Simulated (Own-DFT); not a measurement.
AlGa3N4 (wurtzite random alloy, strained, atoms displaced) (calculated)

Computed with Own-DFT development build. A calculation, not a measurement: plane-wave PBE density functional theory by an unreviewed code, no spin, of a simulated periodic cell, stress positive in tension, free energy of the whole cell less one offset for each atom, forces on such cells passed a denser k mesh, this cell's mesh not checked; offsets are fitted by least squares, one for each functional and potential file, so energies compare only between cells with the same atoms and settings and are not formation energies; the far tail of each file's local potential was reset to the Coulomb form; each entry is a single point on an unrelaxed cell, so the pressure reflects the starting lattice, mostly measured values, from which strain is counted, and rises with the displacements; printed positions are rounded, which can move forces by about a meV/angstrom; the program is a retired in-house code; no spin-orbit coupling.

Settings shared by all entries: functional PBE; potential files PseudoDojo norm-conserving, scalar-relativistic, standard set with the stringent files for Ga; wave cutoff 96 hartree; occupations Gaussian; smearing width 0.01 eV; k mesh 4 x 4 x 3 centred on Gamma.

(1) AlGa3N4 (wurtzite random alloy, strained, atoms displaced)

```cif
# cell vector a (Å): 9.4142 0.0000 0.0000
# cell vector b (Å): -4.7071 8.1529 0.0000
# cell vector c (Å): 0.0000 0.0000 10.2685
data_AlGa3N4
_symmetry_space_group_name_H-M 'P 1'
_symmetry_Int_Tables_number 1
_cell_length_a 9.4142
_cell_length_b 9.4142
_cell_length_c 10.2685
_cell_angle_alpha 90.000
_cell_angle_beta 90.000
_cell_angle_gamma 120.000
_cell_volume 788.14
loop_
_atom_site_label
_atom_site_type_symbol
_atom_site_fract_x
_atom_site_fract_y
_atom_site_fract_z
_atom_site_occupancy
Al1 Al 0.10711 0.21808 0.00034 1
Ga1 Ga 0.22568 0.11990 0.25022 1
N1 N 0.10872 0.22176 0.18825 1
N2 N 0.22368 0.11386 0.43943 1
Ga2 Ga 0.11258 0.21648 0.50154 1
Ga3 Ga 0.22445 0.11596 0.74884 1
N3 N 0.12460 0.23165 0.68751 1
N4 N 0.21079 0.10385 0.93894 1
Al2 Al 0.11128 0.56131 0.00371 1
Ga4 Ga 0.21835 0.44149 0.25156 1
N5 N 0.10834 0.56328 0.19061 1
N6 N 0.23119 0.44883 0.43654 1
Ga5 Ga 0.10518 0.55305 0.49385 1
Ga6 Ga 0.22579 0.45047 0.75391 1
N7 N 0.11121 0.56401 0.68614 1
N8 N 0.22519 0.44821 0.94100 1
Ga7 Ga 0.11521 0.89674 0.99560 1
Ga8 Ga 0.23185 0.79061 0.24985 1
N9 N 0.10546 0.89986 0.18891 1
N10 N 0.22661 0.77733 0.44380 1
Al3 Al 0.10478 0.89158 0.49782 1
Ga9 Ga 0.22183 0.78110 0.74620 1
N11 N 0.11149 0.89479 0.69209 1
N12 N 0.21385 0.77471 0.92814 1
Ga10 Ga 0.44617 0.22782 0.00343 1
Al4 Al 0.56321 0.11192 0.24740 1
N13 N 0.43377 0.21600 0.18536 1
N14 N 0.55991 0.12252 0.44380 1
Ga11 Ga 0.45334 0.22762 0.49444 1
Ga12 Ga 0.55950 0.10827 0.74859 1
N15 N 0.44584 0.22311 0.68449 1
N16 N 0.55855 0.10649 0.93613 1
Ga13 Ga 0.44812 0.55845 0.99423 1
Ga14 Ga 0.55460 0.45637 0.25033 1
N17 N 0.44090 0.55146 0.18281 1
N18 N 0.56656 0.45622 0.44117 1
Ga15 Ga 0.43909 0.54652 0.50620 1
Ga16 Ga 0.55984 0.44955 0.74874 1
N19 N 0.45352 0.56182 0.68427 1
N20 N 0.56300 0.44666 0.94315 1
Ga17 Ga 0.44132 0.89474 0.99220 1
Ga18 Ga 0.55009 0.76677 0.24785 1
N21 N 0.44290 0.88859 0.18532 1
N22 N 0.55500 0.78420 0.44199 1
Ga19 Ga 0.43648 0.87538 0.50932 1
Ga20 Ga 0.54214 0.77173 0.75183 1
N23 N 0.44827 0.89212 0.69593 1
N24 N 0.56612 0.78211 0.93722 1
Al5 Al 0.77719 0.21803 0.00161 1
Al6 Al 0.88884 0.12106 0.25437 1
N25 N 0.77147 0.21115 0.19193 1
N26 N 0.88915 0.11530 0.44020 1
Ga21 Ga 0.77254 0.21597 0.50507 1
Ga22 Ga 0.89408 0.11039 0.75619 1
N27 N 0.76767 0.22271 0.69348 1
N28 N 0.88133 0.09695 0.93575 1
Al7 Al 0.77326 0.55157 0.99903 1
Ga23 Ga 0.88522 0.43789 0.25506 1
N29 N 0.77516 0.55985 0.19314 1
N30 N 0.89096 0.44531 0.44214 1
Ga24 Ga 0.77341 0.55534 0.50694 1
Ga25 Ga 0.88946 0.44442 0.75266 1
N31 N 0.77752 0.55838 0.68890 1
N32 N 0.89032 0.45335 0.93727 1
Al8 Al 0.76937 0.89181 0.99831 1
Ga26 Ga 0.88463 0.77236 0.25718 1
N33 N 0.77730 0.88057 0.18674 1
N34 N 0.88245 0.78026 0.44200 1
Ga27 Ga 0.78340 0.89904 0.50672 1
Al9 Al 0.87715 0.77197 0.74930 1
N35 N 0.77656 0.89193 0.68189 1
N36 N 0.88737 0.78641 0.93704 1
```

```
free energy of cell above offsets : -8.799 eV
pressure                          : 11.2 GPa
stress xx                         : -12.4 GPa
stress yy                         : -11.65 GPa
stress zz                         : -9.55 GPa
stress yz                         : -0.35 GPa
stress xz                         : -0.1 GPa
stress xy                         : -1.19 GPa
```

Force:
```csv
element,x (eV/Å),y (eV/Å),z (eV/Å)
Al,-0.037,0.181,0.083
Ga,-0.856,-1.262,0.533
N,-1.609,0.056,-0.758
N,0.692,-0.97,-0.17
Ga,-0.766,1.393,-0.145
Ga,0.846,-0.46,0.397
N,-1.788,-0.16,0.373
N,0.534,3.573,-0.451
Al,-0.035,-0.061,-0.376
Ga,-0.151,0.815,-0.608
N,0.518,-0.65,-0.773
N,-1.408,-1.192,0.218
Ga,1.492,0.441,0.995
Ga,-0.424,0.253,-0.682
N,0.737,-1.436,-0.206
N,-1.259,-0.928,0.46
Ga,-0.969,-2.509,1.12
Ga,-1.756,-0.462,0.532
N,1.404,-1.142,0.064
N,-2.477,0.687,-0.748
Al,1.085,-0.297,0.704
Ga,-0.754,0.409,-0.315
N,-1.281,-1.004,-1.656
N,0.946,-0.273,2.112
Ga,-0.207,-1.251,-1.022
Al,-2.438,-0.956,1.136
N,2.889,1.254,1.116
N,0.804,-2.458,-2.427
Ga,-1.616,0.338,0.946
Ga,-2.225,0.593,0.657
N,0.232,0.409,0.673
N,-0.172,2.277,0.659
Ga,0.105,0.112,0.726
Ga,1.155,-1.668,0.403
N,-1.092,-0.011,-0.088
N,-1.549,-1.388,-1.023
Ga,0.618,1.909,-1.512
Ga,-0.004,-1.359,0.559
N,-0.959,-1.014,1.745
N,-0.689,-0.14,-1.096
Ga,0.217,-1.97,0.933
Ga,0.06,1.782,0.764
N,1.015,1.206,-0.242
N,1.053,-1.13,-0.62
Ga,0.292,2.015,-0.544
Ga,2.076,1.264,0.027
N,-0.846,-0.763,-0.86
N,-2.119,-0.687,-0.201
Al,0.007,0.503,-0.601
Al,1.622,-2.5,-0.188
N,0.369,1.232,-1.573
N,0.427,0.502,-1.035
Ga,0.365,1.149,0.35
Ga,-0.45,0.233,-1.794
N,3.166,0.735,-0.562
N,-0.199,3.056,1.894
Al,0.837,2.402,0.896
Ga,-0.733,1.082,-0.414
N,1.025,-1.769,-1.686
N,-1.28,-0.85,-0.272
Ga,1.584,0.927,-0.74
Ga,-0.089,0.426,-0.49
N,0.542,0.347,0.778
N,0.696,-1.577,1.834
Al,2.74,-1.236,1.537
Ga,0.221,1.38,-0.724
N,-1.419,2.022,-0.222
N,1.619,0.149,0.535
Ga,-1.031,-1.093,-2.068
Al,0.921,1.747,0.593
N,0.336,-0.514,2.898
N,-0.559,-1.715,-0.362
```

(2) AlGa3N4 (wurtzite random alloy, strained, atoms displaced)

```cif
# cell vector a (Å): 9.4142 0.0000 0.0000
# cell vector b (Å): -4.7071 8.1529 0.0000
# cell vector c (Å): 0.0000 0.0000 10.2685
data_AlGa3N4
_symmetry_space_group_name_H-M 'P 1'
_symmetry_Int_Tables_number 1
_cell_length_a 9.4142
_cell_length_b 9.4142
_cell_length_c 10.2685
_cell_angle_alpha 90.000
_cell_angle_beta 90.000
_cell_angle_gamma 120.000
_cell_volume 788.14
loop_
_atom_site_label
_atom_site_type_symbol
_atom_site_fract_x
_atom_site_fract_y
_atom_site_fract_z
_atom_site_occupancy
Al1 Al 0.12323 0.23327 0.00054 1
Al2 Al 0.23760 0.12221 0.24700 1
N1 N 0.12292 0.22164 0.19050 1
N2 N 0.21219 0.11145 0.44167 1
Ga1 Ga 0.10170 0.21309 0.50135 1
Ga2 Ga 0.20985 0.10602 0.74530 1
N3 N 0.11265 0.21405 0.68800 1
N4 N 0.21908 0.10485 0.93995 1
Ga3 Ga 0.11339 0.55171 0.99577 1
Ga4 Ga 0.23047 0.44907 0.26125 1
N5 N 0.11973 0.56510 0.18818 1
N6 N 0.23272 0.43950 0.43982 1
Ga5 Ga 0.11526 0.55762 0.49717 1
Al3 Al 0.21036 0.43188 0.74609 1
N7 N 0.10619 0.55709 0.68870 1
N8 N 0.23164 0.44993 0.93210 1
Ga6 Ga 0.11085 0.88690 0.99528 1
Ga7 Ga 0.21593 0.78068 0.24761 1
N9 N 0.11927 0.90111 0.19465 1
N10 N 0.21751 0.77738 0.43908 1
Ga8 Ga 0.12462 0.90157 0.50239 1
Ga9 Ga 0.23030 0.78527 0.75388 1
N11 N 0.12058 0.89508 0.68605 1
N12 N 0.22545 0.77758 0.94372 1
Al4 Al 0.45236 0.22424 0.00779 1
Ga10 Ga 0.54812 0.11111 0.25316 1
N13 N 0.44821 0.21774 0.20086 1
N14 N 0.55659 0.11775 0.43463 1
Ga11 Ga 0.44445 0.21737 0.50372 1
Al5 Al 0.55986 0.11733 0.75169 1
N15 N 0.44047 0.21462 0.69586 1
N16 N 0.55510 0.11222 0.93041 1
Al6 Al 0.43980 0.55248 0.00136 1
Ga12 Ga 0.54605 0.43502 0.24960 1
N17 N 0.44744 0.56678 0.18528 1
N18 N 0.55135 0.44390 0.43418 1
Al7 Al 0.44381 0.55853 0.49321 1
Ga13 Ga 0.56124 0.44849 0.74767 1
N19 N 0.44729 0.55017 0.69413 1
N20 N 0.54873 0.43614 0.93910 1
Ga14 Ga 0.43614 0.88037 0.99989 1
Ga15 Ga 0.55140 0.77669 0.25335 1
N21 N 0.44152 0.88322 0.19272 1
N22 N 0.55221 0.76708 0.43920 1
Ga16 Ga 0.44685 0.88652 0.49435 1
Ga17 Ga 0.55110 0.77747 0.74917 1
N23 N 0.45041 0.89826 0.68380 1
N24 N 0.55470 0.78026 0.94090 1
Ga18 Ga 0.78284 0.23717 0.99428 1
Ga19 Ga 0.88748 0.10805 0.24985 1
N25 N 0.78342 0.22982 0.18564 1
N26 N 0.89459 0.10791 0.44412 1
Ga20 Ga 0.76965 0.21636 0.49830 1
Ga21 Ga 0.89785 0.11461 0.75407 1
N27 N 0.78012 0.22013 0.68577 1
N28 N 0.88839 0.11328 0.93834 1
Ga22 Ga 0.77826 0.55486 0.99363 1
Ga23 Ga 0.88852 0.44450 0.24932 1
N29 N 0.78423 0.56105 0.19023 1
N30 N 0.88257 0.44343 0.44394 1
Al8 Al 0.77609 0.55440 0.49920 1
Ga24 Ga 0.88537 0.44487 0.74406 1
N31 N 0.77950 0.54928 0.69506 1
N32 N 0.88648 0.44314 0.93829 1
Al9 Al 0.77307 0.88603 0.00823 1
Ga25 Ga 0.90043 0.79205 0.24151 1
N33 N 0.76525 0.88156 0.19355 1
N34 N 0.88430 0.77298 0.43741 1
Ga26 Ga 0.77316 0.88642 0.50841 1
Ga27 Ga 0.87744 0.76522 0.74596 1
N35 N 0.78009 0.89824 0.68585 1
N36 N 0.89973 0.78343 0.94120 1
```

```
free energy of cell above offsets : -8.332 eV
pressure                          : 11.18 GPa
stress xx                         : -12.74 GPa
stress yy                         : -13.13 GPa
stress zz                         : -7.68 GPa
stress yz                         : 0 GPa
stress xz                         : -0.86 GPa
stress xy                         : 1.08 GPa
```

Force:
```csv
element,x (eV/Å),y (eV/Å),z (eV/Å)
Al,-0.476,-1.638,0.114
Al,-2.063,-1.693,1.545
N,-0.819,0.671,-0.87
N,2.47,0.857,-2.028
Ga,1.084,1.675,0.383
Ga,2.979,0.17,2.214
N,-1.992,2.534,-0.358
N,0.321,2.339,0.487
Ga,-0.413,0.175,0.828
Ga,-0.874,-0.291,-2.335
N,-0.081,-1.8,-0.068
N,-1.7,0.365,1.433
Ga,-0.572,-0.674,0.408
Al,0.953,1.712,-0.076
N,2.013,-0.3,0.221
N,-0.431,-1.332,-0.124
Ga,0.924,0.903,1.457
Ga,0.845,-0.031,0.795
N,0.124,0.988,-1.372
N,1.093,0.333,-0.479
Ga,-1.542,-2.242,-0.485
Ga,-0.181,-0.434,-0.621
N,-1.058,-2.072,0.726
N,-1.164,-0.84,-1.166
Al,-0.702,-1.191,-1.442
Ga,3.527,-1.345,-0.622
N,-1.702,0.896,-3.369
N,0.173,-1.726,0.563
Ga,-1.562,0.999,0.57
Al,0.196,-0.588,-0.638
N,0.492,0.797,-0.967
N,-0.473,0.144,1.702
Al,1.076,0.978,-0.513
Ga,0.974,3.004,-0.07
N,0.51,-2.311,-0.639
N,0.423,0.383,1.675
Al,1.528,-1.467,2.066
Ga,-0.776,-2.078,0.849
N,-2.258,0.43,-1.927
N,-0.325,0.76,0.97
Ga,1.525,2.059,0.911
Ga,0.018,0.172,0.26
N,-0.653,1.339,-0.474
N,-0.462,1.258,0.232
Ga,-0.7,0.167,0.426
Ga,0.349,0.149,0.364
N,0.098,0.015,0.452
N,1.318,-1.123,0.126
Ga,0.225,-3.58,1.041
Ga,0.301,0.606,0.056
N,-0.325,-1.428,0.219
N,-2.928,-0.509,-1.567
Ga,1.544,0.774,0.336
Ga,-1.382,-0.386,0.081
N,-0.798,-0.163,0.642
N,1.255,-0.116,1.546
Ga,-0.636,0.429,1.511
Ga,0.329,0.96,0.593
N,-0.961,-0.327,-0.865
N,0.639,0.121,-0.438
Al,-0.391,0.406,-0.586
Ga,1.943,-1.365,0.96
N,-1.66,0.778,-2.627
N,0.788,2.246,-1.444
Al,0.167,0.761,-1.159
Ga,-0.9,-1.693,1.881
N,1.272,1.446,-1.554
N,0.416,0.179,0.695
Ga,1.098,-0.46,-2.144
Ga,0.774,2.78,0.54
N,0.321,-1.59,1.888
N,-3.126,-0.969,-0.735
```

(3) AlGa3N4 (wurtzite random alloy, strained, atoms displaced)

```cif
# cell vector a (Å): 9.4142 0.0000 0.0000
# cell vector b (Å): -4.7071 8.1529 0.0000
# cell vector c (Å): 0.0000 0.0000 10.2685
data_AlGa3N4
_symmetry_space_group_name_H-M 'P 1'
_symmetry_Int_Tables_number 1
_cell_length_a 9.4142
_cell_length_b 9.4142
_cell_length_c 10.2685
_cell_angle_alpha 90.000
_cell_angle_beta 90.000
_cell_angle_gamma 120.000
_cell_volume 788.14
loop_
_atom_site_label
_atom_site_type_symbol
_atom_site_fract_x
_atom_site_fract_y
_atom_site_fract_z
_atom_site_occupancy
Al1 Al 0.11972 0.23606 0.99829 1
Al2 Al 0.22301 0.10883 0.25258 1
N1 N 0.11560 0.22385 0.18619 1
N2 N 0.21139 0.10750 0.43557 1
Ga1 Ga 0.10982 0.22368 0.49800 1
Ga2 Ga 0.22556 0.10778 0.75127 1
N3 N 0.10491 0.22214 0.68664 1
N4 N 0.23338 0.10999 0.94166 1
Ga3 Ga 0.11924 0.56316 0.99073 1
Ga4 Ga 0.22244 0.44134 0.25101 1
N5 N 0.11119 0.55608 0.17991 1
N6 N 0.22826 0.45453 0.43882 1
Ga5 Ga 0.11076 0.55734 0.50620 1
Ga6 Ga 0.22403 0.44787 0.74473 1
N7 N 0.11598 0.55375 0.68965 1
N8 N 0.21948 0.45497 0.93101 1
Ga7 Ga 0.11363 0.88824 0.99555 1
Ga8 Ga 0.22529 0.77731 0.24520 1
N9 N 0.11478 0.89609 0.18282 1
N10 N 0.22197 0.77560 0.44297 1
Ga9 Ga 0.11825 0.88822 0.50288 1
Ga10 Ga 0.21702 0.78259 0.75967 1
N11 N 0.11111 0.88602 0.68657 1
N12 N 0.22112 0.77626 0.94189 1
Ga11 Ga 0.44244 0.21709 0.99270 1
Al3 Al 0.55695 0.10280 0.25034 1
N13 N 0.43493 0.21265 0.18411 1
N14 N 0.55270 0.10082 0.43545 1
Ga12 Ga 0.45501 0.22973 0.50323 1
Ga13 Ga 0.55531 0.11202 0.73940 1
N15 N 0.44050 0.21521 0.68726 1
N16 N 0.55361 0.10171 0.94274 1
Ga14 Ga 0.44632 0.55283 0.00264 1
Ga15 Ga 0.54334 0.42754 0.25450 1
N17 N 0.44226 0.56445 0.18194 1
N18 N 0.56380 0.45702 0.44414 1
Ga16 Ga 0.43747 0.55997 0.50365 1
Ga17 Ga 0.55913 0.44764 0.75329 1
N19 N 0.43727 0.56190 0.69170 1
N20 N 0.55717 0.43600 0.93731 1
Ga18 Ga 0.45143 0.89028 0.00931 1
Ga19 Ga 0.55714 0.78287 0.25220 1
N21 N 0.44403 0.89194 0.19860 1
N22 N 0.56004 0.78145 0.44126 1
Ga20 Ga 0.45567 0.89488 0.49590 1
Ga21 Ga 0.54495 0.76935 0.75042 1
N23 N 0.44064 0.88386 0.69428 1
N24 N 0.54808 0.77884 0.94083 1
Ga22 Ga 0.78427 0.22225 0.99694 1
Ga23 Ga 0.88683 0.10635 0.24885 1
N25 N 0.77490 0.22892 0.18148 1
N26 N 0.88467 0.11503 0.43850 1
Ga24 Ga 0.78335 0.22662 0.49879 1
Ga25 Ga 0.88877 0.10631 0.75474 1
N27 N 0.77437 0.21488 0.68915 1
N28 N 0.88963 0.10967 0.93163 1
Al4 Al 0.77782 0.55726 0.99401 1
Al5 Al 0.87877 0.42618 0.24795 1
N29 N 0.77930 0.56147 0.19214 1
N30 N 0.89908 0.44815 0.43946 1
Al6 Al 0.78089 0.55162 0.50309 1
Ga26 Ga 0.88832 0.45032 0.74092 1
N31 N 0.78917 0.56629 0.68065 1
N32 N 0.89504 0.44389 0.94503 1
Ga27 Ga 0.77564 0.88965 0.99101 1
Al7 Al 0.87991 0.78301 0.25790 1
N33 N 0.78175 0.89389 0.18571 1
N34 N 0.88455 0.77724 0.43524 1
Al8 Al 0.77618 0.88420 0.49991 1
Al9 Al 0.89443 0.77826 0.74771 1
N35 N 0.77977 0.89021 0.69516 1
N36 N 0.89178 0.78211 0.94792 1
```

```
free energy of cell above offsets : -8.173 eV
pressure                          : 11.34 GPa
stress xx                         : -11.27 GPa
stress yy                         : -13.7 GPa
stress zz                         : -9.04 GPa
stress yz                         : -0.64 GPa
stress xz                         : 0.44 GPa
stress xy                         : 0.1 GPa
```

Force:
```csv
element,x (eV/Å),y (eV/Å),z (eV/Å)
Al,0.006,-1.195,-0.17
Al,-0.538,-0.427,-0.886
N,0.135,-0.673,-0.542
N,1.671,0.721,-0.06
Ga,-0.201,0.199,0.228
Ga,-1.641,0.402,0.088
N,1.505,-0.062,0.162
N,-3.67,0.392,-1.515
Ga,-1.313,-0.972,2.066
Ga,-0.887,1.11,-0.527
N,-0.492,-1.016,1.369
N,-0.684,-1.447,-0.232
Ga,0.853,0.591,-0.647
Ga,-0.554,-1.674,1.025
N,-1.857,1.078,0.205
N,2.791,-2.325,0.451
Ga,-0.316,0.323,1.789
Ga,-2.164,-0.809,0.926
N,-0.813,-0.581,1.635
N,0.795,0.47,-0.954
Ga,-1.136,0.034,-1.2
Ga,1.864,-0.831,-1.166
N,-1.13,0.17,0.939
N,0.62,1.713,-0.243
Ga,2.155,0.096,1.721
Al,-1.111,1.929,-0.429
N,1.078,-0.275,1.194
N,-0.195,3.273,-0.885
Ga,-1.14,-0.782,-1.29
Ga,0.71,-1.409,2.196
N,-0.022,1.844,-0.007
N,0.259,1.437,-1.227
Ga,-0.528,0.248,-1.098
Ga,0.623,2.176,-0.885
N,1.031,-1.034,1.845
N,0.057,-1.073,0.2
Ga,1.617,0.302,-0.049
Ga,-0.482,-0.079,-1.149
N,2.639,-1.86,-0.967
N,0.038,1.753,-0.038
Ga,-1.458,-0.211,-0.217
Ga,0.715,-0.659,-0.166
N,0.995,0.188,-1
N,0.871,-0.192,-0.183
Ga,-1.607,-2.24,1.907
Ga,0.698,2.606,1.021
N,-0.577,0.582,-1.285
N,1.699,-1.052,-0.425
Ga,-1.019,-0.131,-0.457
Ga,0.021,1.569,-0.044
N,0.158,-2.819,1.257
N,1.161,-1.769,-0.251
Ga,-0.745,-0.323,0.614
Ga,-0.432,0.71,-1.607
N,0.129,1.471,-0.541
N,1.452,1.021,2.428
Al,1.05,-0.265,2.131
Al,0.11,4.71,0.069
N,0.055,-0.914,-0.455
N,-2.173,-0.492,-0.984
Al,-0.076,1.302,-2.181
Ga,1.529,-1.55,1.863
N,-1.358,-0.247,0.867
N,-2.088,0.913,-1.89
Ga,-0.103,-0.057,1.101
Al,2.157,-0.952,-2.054
N,-0.515,-0.906,-0.111
N,0.15,-0.281,1.539
Al,0.33,0.975,0.828
Al,-1.067,0.88,0.777
N,0.501,-1.881,-1.509
N,-0.139,-1.727,-2.911
```

(4) AlGa3N4 (wurtzite random alloy, strained, atoms displaced)

```cif
# cell vector a (Å): 9.4142 0.0000 0.0000
# cell vector b (Å): -4.7071 8.1529 0.0000
# cell vector c (Å): 0.0000 0.0000 10.2685
data_AlGa3N4
_symmetry_space_group_name_H-M 'P 1'
_symmetry_Int_Tables_number 1
_cell_length_a 9.4142
_cell_length_b 9.4142
_cell_length_c 10.2685
_cell_angle_alpha 90.000
_cell_angle_beta 90.000
_cell_angle_gamma 120.000
_cell_volume 788.14
loop_
_atom_site_label
_atom_site_type_symbol
_atom_site_fract_x
_atom_site_fract_y
_atom_site_fract_z
_atom_site_occupancy
Ga1 Ga 0.11177 0.21674 0.99021 1
Ga2 Ga 0.22678 0.11115 0.24557 1
N1 N 0.11258 0.22711 0.19316 1
N2 N 0.21250 0.11079 0.43701 1
Ga3 Ga 0.12326 0.22104 0.49686 1
Ga4 Ga 0.22880 0.12305 0.74645 1
N3 N 0.10969 0.21985 0.68356 1
N4 N 0.22015 0.11164 0.94522 1
Ga5 Ga 0.10560 0.55461 0.99685 1
Ga6 Ga 0.22239 0.45587 0.24539 1
N5 N 0.11777 0.55866 0.18575 1
N6 N 0.22443 0.43881 0.44277 1
Ga7 Ga 0.10505 0.55396 0.49882 1
Al1 Al 0.21793 0.43982 0.75407 1
N7 N 0.10979 0.56094 0.68672 1
N8 N 0.22658 0.44447 0.94063 1
Ga8 Ga 0.10123 0.88440 0.99733 1
Ga9 Ga 0.23240 0.77999 0.25360 1
N9 N 0.11264 0.89580 0.19391 1
N10 N 0.21976 0.77680 0.43036 1
Ga10 Ga 0.11398 0.89454 0.50960 1
Ga11 Ga 0.21968 0.77738 0.75218 1
N11 N 0.11015 0.89140 0.69298 1
N12 N 0.22435 0.78419 0.93901 1
Ga12 Ga 0.43960 0.22063 0.99750 1
Ga13 Ga 0.55906 0.10700 0.26044 1
N13 N 0.44698 0.21445 0.18184 1
N14 N 0.55735 0.10685 0.44107 1
Ga14 Ga 0.44187 0.21996 0.50201 1
Ga15 Ga 0.55818 0.10958 0.74197 1
N15 N 0.44615 0.22782 0.69353 1
N16 N 0.55263 0.11434 0.94545 1
Ga16 Ga 0.44003 0.55236 0.99917 1
Ga17 Ga 0.55667 0.44953 0.25607 1
N17 N 0.43771 0.55602 0.19249 1
N18 N 0.55400 0.43376 0.43889 1
Al2 Al 0.44604 0.56230 0.50453 1
Al3 Al 0.56055 0.44648 0.75671 1
N19 N 0.44585 0.55523 0.69141 1
N20 N 0.56875 0.44620 0.93894 1
Al4 Al 0.43247 0.88573 0.00167 1
Ga18 Ga 0.55800 0.77883 0.26094 1
N21 N 0.44456 0.88869 0.18373 1
N22 N 0.56273 0.78253 0.43521 1
Ga19 Ga 0.44279 0.89068 0.50039 1
Al5 Al 0.55219 0.78139 0.74702 1
N23 N 0.43486 0.87512 0.69051 1
N24 N 0.57229 0.78465 0.93827 1
Ga20 Ga 0.77342 0.22372 0.00122 1
Al6 Al 0.88860 0.11041 0.24841 1
N25 N 0.77612 0.21491 0.19929 1
N26 N 0.89496 0.11828 0.43616 1
Ga21 Ga 0.78710 0.23011 0.50375 1
Ga22 Ga 0.89995 0.10947 0.74825 1
N27 N 0.77442 0.22498 0.68565 1
N28 N 0.89011 0.11898 0.94026 1
Al7 Al 0.76796 0.54280 0.00347 1
Ga23 Ga 0.88004 0.44476 0.25195 1
N29 N 0.77221 0.55780 0.18680 1
N30 N 0.88523 0.44265 0.44312 1
Ga24 Ga 0.78067 0.54871 0.49739 1
Ga25 Ga 0.88944 0.44707 0.74956 1
N31 N 0.77323 0.55612 0.68993 1
N32 N 0.89376 0.45130 0.94361 1
Al8 Al 0.77953 0.89853 0.00194 1
Al9 Al 0.88939 0.76503 0.25344 1
N33 N 0.77633 0.88935 0.18298 1
N34 N 0.89331 0.77599 0.42961 1
Ga26 Ga 0.77971 0.89271 0.49690 1
Ga27 Ga 0.88939 0.77934 0.75007 1
N35 N 0.76932 0.88854 0.68453 1
N36 N 0.88389 0.77233 0.93892 1
```

```
free energy of cell above offsets : -9.023 eV
pressure                          : 11.04 GPa
stress xx                         : -13.2 GPa
stress yy                         : -10.64 GPa
stress zz                         : -9.29 GPa
stress yz                         : -0.15 GPa
stress xz                         : 0.14 GPa
stress xy                         : -1.55 GPa
```

Force:
```csv
element,x (eV/Å),y (eV/Å),z (eV/Å)
Ga,-1.379,1.262,2.898
Ga,-0.825,1.099,0.25
N,-0.443,-0.549,-0.939
N,3.96,-1.475,-0.398
Ga,-3.534,1.176,0.256
Ga,0.044,-1.442,1.43
N,0.42,1.803,0.835
N,0.743,-0.882,-2.206
Ga,1.641,0.907,0.917
Ga,0.928,-2.653,1.567
N,-2.854,0.488,-0.107
N,-0.131,2.384,-0.23
Ga,1.646,0.209,-0.087
Al,0.295,1.051,-1.019
N,1.085,-1.413,0.694
N,-1.294,-0.275,-1.796
Ga,0.427,0.31,1.423
Ga,-1.599,0.299,-2.024
N,-0.162,-2.642,-0.981
N,0.136,0.197,2.798
Ga,-0.186,-0.862,-1.904
Ga,-0.408,0.069,0.373
N,0.323,0.615,-0.023
N,-0.014,-0.823,-0.099
Ga,0.571,0.477,0.568
Ga,-0.981,-0.087,-2.011
N,-0.046,1.321,1.681
N,-0.468,0.868,1.237
Ga,-0.09,-0.586,-0.092
Ga,-0.784,-0.556,1.842
N,0.766,0.381,-0.52
N,0.659,-1.73,-1.693
Ga,1.799,1.661,0.611
Ga,-0.991,-1.543,-1.167
N,1.73,0.533,-0.665
N,-1.059,1.978,0.762
Al,0.44,-1.031,-0.284
Al,-0.606,0.458,-0.696
N,-0.38,-0.146,0.104
N,-2.357,-0.784,-0.728
Al,2.459,1.014,-0.127
Ga,0.012,0.245,-3.75
N,0.721,-0.011,0.319
N,-1.005,-1.38,2.718
Ga,0.151,-1.137,0.174
Al,1.34,-1.072,1.442
N,0.383,1.649,-0.699
N,-2.865,-0.374,-0.931
Ga,0.181,-0.077,0.852
Al,1.24,-0.183,0.267
N,0.24,1.255,-1.194
N,0.011,-0.513,-0.272
Ga,0.103,-1.847,-0.732
Ga,-2.517,-0.422,0.401
N,1.494,-0.025,0.961
N,0.123,-1.113,-0.758
Al,1.32,2.515,0.051
Ga,1.507,-0.411,-0.448
N,0.841,-0.252,-0.315
N,1.038,0.191,-1.531
Ga,-2.198,1.615,1.199
Ga,-0.489,-0.021,0.526
N,0.215,-0.248,-0.35
N,-1.709,-1.021,-0.738
Al,0.892,-0.874,-0.026
Al,-0.615,2.832,-1.615
N,1.131,0.116,1.236
N,-0.45,-0.281,1.682
Ga,1.1,0.405,-0.138
Ga,-1.094,-0.367,0.429
N,0.458,-0.105,0.359
N,-1.043,-0.169,0.429
```
